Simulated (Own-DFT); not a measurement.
# Which defects push the lattice out? C11b WSi2

The numbers are computed, not measured, by runs of the plane-wave DFT program Own-DFT (in-house, retired, unreviewed) at fixed positions, with no spin and no spin-orbit coupling.

Common settings: PBE; PseudoDojo norm-conserving scalar-relativistic files; cutoff 50 hartree; 5 x 5 x 5 k mesh centred on Gamma; cold (Marzari-Vanderbilt) smearing of 0.2 eV.

Limits: forces on such cells failed a check on a denser k mesh; stress not checked against mesh or cutoff.

All runs share one cell, with vectors in Å (-2.148, -5.953, 3.409); (-6.444, 2.976, 1.136); (-2.553, -2.948, -6.757) and a volume of 403.2 Å³. The atoms are randomly displaced, by u rms on each axis. The defect's site can differ from row to row.

| cell | formula | u (Å) | P (GPa) |
|---|---|---|---|
| no defect | Si20W10 | 0.0190 | 4.56 |
| no defect | Si20W10 | 0.0469 | 5.78 |
| no defect | Si20W10 | 0.0473 | 6.19 |
| one Si on a W site | Si21W9 | 0.0279 | 5.80 |
| one Si on a W site | Si21W9 | 0.0334 | 6.07 |
| one Si on a W site | Si21W9 | 0.0484 | 7.71 |
| one Si vacancy | Si19W10 | 0.0318 | 3.42 |
| one Si vacancy | Si19W10 | 0.0495 | 4.34 |
| one Si vacancy | Si19W10 | 0.0537 | 4.45 |
| one W vacancy | Si20W9 | 0.0312 | 3.36 |
| one W vacancy | Si20W9 | 0.0428 | 3.55 |
| one W vacancy | Si20W9 | 0.0537 | 4.59 |
| one W on a Si site | Si19W11 | 0.0309 | 9.94 |
| one W on a Si site | Si19W11 | 0.0319 | 9.99 |
| one W on a Si site | Si19W11 | 0.0458 | 10.56 |
| one W on a Si site | Si19W11 | 0.0470 | ? |

## Analysis

P = P0 + c u² + a shift for each defect gives P0 = 4.30 GPa, c = 755 ± 93 GPa/Å² and a scatter of 0.27 GPa. The shifts, and each times the cell's volume:

- one W on a Si site: 4.84 ± 0.22 GPa, 12.2 eV
- one Si on a W site: 1.16 ± 0.22 GPa, 2.9 eV
- one Si vacancy: -1.83 ± 0.22 GPa, -4.6 eV
- one W vacancy: -1.90 ± 0.22 GPa, -4.8 eV

Against the defect-free cell, a freed cell would be larger where the shift is positive and smaller where it is negative (160.2 GPa Å³ is 1 eV). The atoms around the defects weren't relaxed, which would change these numbers.

## Check

Question: what pressure belongs in the blank (one W on a Si site, u = 0.0470 Å)?

From the fit: 10.81 ± 0.32 GPa. The calculation gave 10.38 GPa.
